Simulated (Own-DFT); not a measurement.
# Which defects push the lattice out? zincblende GaAs

Calculated, not measured: single-point runs of Own-DFT, a retired in-house plane-wave DFT program that no person has reviewed, on unrelaxed cells, without spin or spin-orbit coupling.

All runs used: PBE; PseudoDojo norm-conserving scalar-relativistic files; cutoff 42 hartree; 3 x 3 x 3 k mesh centred on Gamma; Fermi-Dirac smearing of 0.1 eV.

Keep in mind (not all hold for every row): not probed for a lower state with spin; forces not confirmed at this smearing and k mesh; stress not checked against mesh or cutoff.

All runs share one cell, with vectors in Å (11.737, 0.000, 0.000); (0.000, 11.737, 0.000); (0.000, 0.000, 10.833) and a volume of 1492.4 Å³, strained against the parent crystal. The atoms are randomly displaced, by u rms on each axis. The defect's site can differ from row to row.

```
cell,formula,u (Å),P (GPa)
no defect,As32Ga32,0.0311,1.27
no defect,As32Ga32,0.0491,1.57
no defect,As32Ga32,0.0517,1.58
one Al on a Ga site,AlAs32Ga31,0.0290,1.23
one Al on a Ga site,AlAs32Ga31,0.0297,1.25
one Al on a Ga site,AlAs32Ga31,0.0497,1.54
one As vacancy and one Ga vacancy,As31Ga31,0.0262,0.92
one As vacancy and one Ga vacancy,As31Ga31,0.0307,?
one As vacancy and one Ga vacancy,As31Ga31,0.0478,1.21
one As vacancy and one Ga vacancy,As31Ga31,0.0504,1.21
```

## Analysis

P = P0 + c u² + a shift for each defect gives P0 = 1.11 GPa, c = 179 ± 10 GPa/Å² and a scatter of 0.02 GPa. The shifts, and each times the cell's volume:

- one Al on a Ga site: -0.02 ± 0.02 GPa, -0.2 eV (not resolved)
- one As vacancy and one Ga vacancy: -0.32 ± 0.02 GPa, -3.0 eV

Against the defect-free cell, a freed cell would be larger where the shift is positive and smaller where it is negative (160.2 GPa Å³ is 1 eV). The atoms around the defects weren't relaxed, which would change these numbers.

## Withheld run

Question: what pressure belongs in the blank (one As vacancy and one Ga vacancy, u = 0.0307 Å)?

From the fit: 0.96 ± 0.03 GPa. DFT gave 0.87 GPa.
